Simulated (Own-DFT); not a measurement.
# How strain changes the stress of wurtzite GaN, 72 atoms (Ga36N36)

Calculated results; nothing here was measured. The program, named Own-DFT, is a retired in-house plane-wave density functional code that no person has reviewed. Each row is one single-point run on a periodic cell that was not relaxed, without spin or spin-orbit coupling.

Settings of every run: PBE; PseudoDojo norm-conserving scalar-relativistic files (stringent for Ga); cutoff 96 hartree; 4 x 4 x 3 k mesh centred on Gamma; Gaussian smearing of 0.01 eV.

Known limits: forces not confirmed at this smearing and k mesh; stress not checked against mesh or cutoff.

Unstrained cell vectors in Å: (9.567, 0.000, 0.000); (-4.784, 8.285, 0.000); (0.000, 0.000, 10.370). The unstrained cell has measured lattice constants (interpolated for alloys), not those of this functional. That, the random moves and any unrelaxed bonds set the pressure at no strain. Each run strains this cell uniformly, with the atoms carried along. Every atom was also moved at random, by a Gaussian of width 0.05 Å on each axis. Strain is the symmetric tensor, in per cent. Stress is positive in tension, and the pressure is minus a third of its trace.

```
run  e_xx (%)  e_yy (%)  e_zz (%)  s_xx (GPa)  s_yy (GPa)  s_zz (GPa)  P (GPa)  E (meV/atom)
  1      0.00      0.00      2.75       -5.76       -6.03        4.26     2.51          17.5
  2      0.00      0.00     -0.50       -6.26       -8.17      -10.88     8.44          27.5
  3      0.00      0.00      1.75       -6.50       -5.06        0.45     3.71           2.0
  4      0.00      0.00      2.75       -4.36       -5.93        4.42     1.96           1.7
  5      0.00      0.00     -0.25       -6.46       -7.67       -7.65     7.26          10.4
  6      0.00      0.00     -0.25       -8.43       -6.10       -8.56     7.70          20.1
  7      0.00      0.00     -1.25       -7.91       -6.80      -14.47     9.73          21.5
  8      0.00      0.00      1.75       -4.21       -6.34       -0.27     3.61           0.0
  9      0.00      0.00     -1.25       -6.90       -8.09      -14.30     9.76          20.9
 10      0.00      0.00     -0.50       -8.04       -7.85       -8.86     8.25          17.4
 11      0.00      0.00      0.75           ?           ?           ?        ?             ?
```

E is the free energy for each atom above the lowest run shown.

## Worked fit

The change of volume is close to e_xx + e_yy + e_zz. A straight line through the runs shown gives P = 7.24 - 190 x (fractional change of volume) GPa, with an error of 6 on the slope and a scatter of 0.29 GPa. The strain isn't the same on all axes and the cell isn't cubic, so the slope belongs to this path and is not the bulk modulus.

## Withheld run

Question: what pressure should run 11 give? Its volume changes by 0.75 %.

The line gives 5.8 GPa. The calculation gave 6.01 GPa.
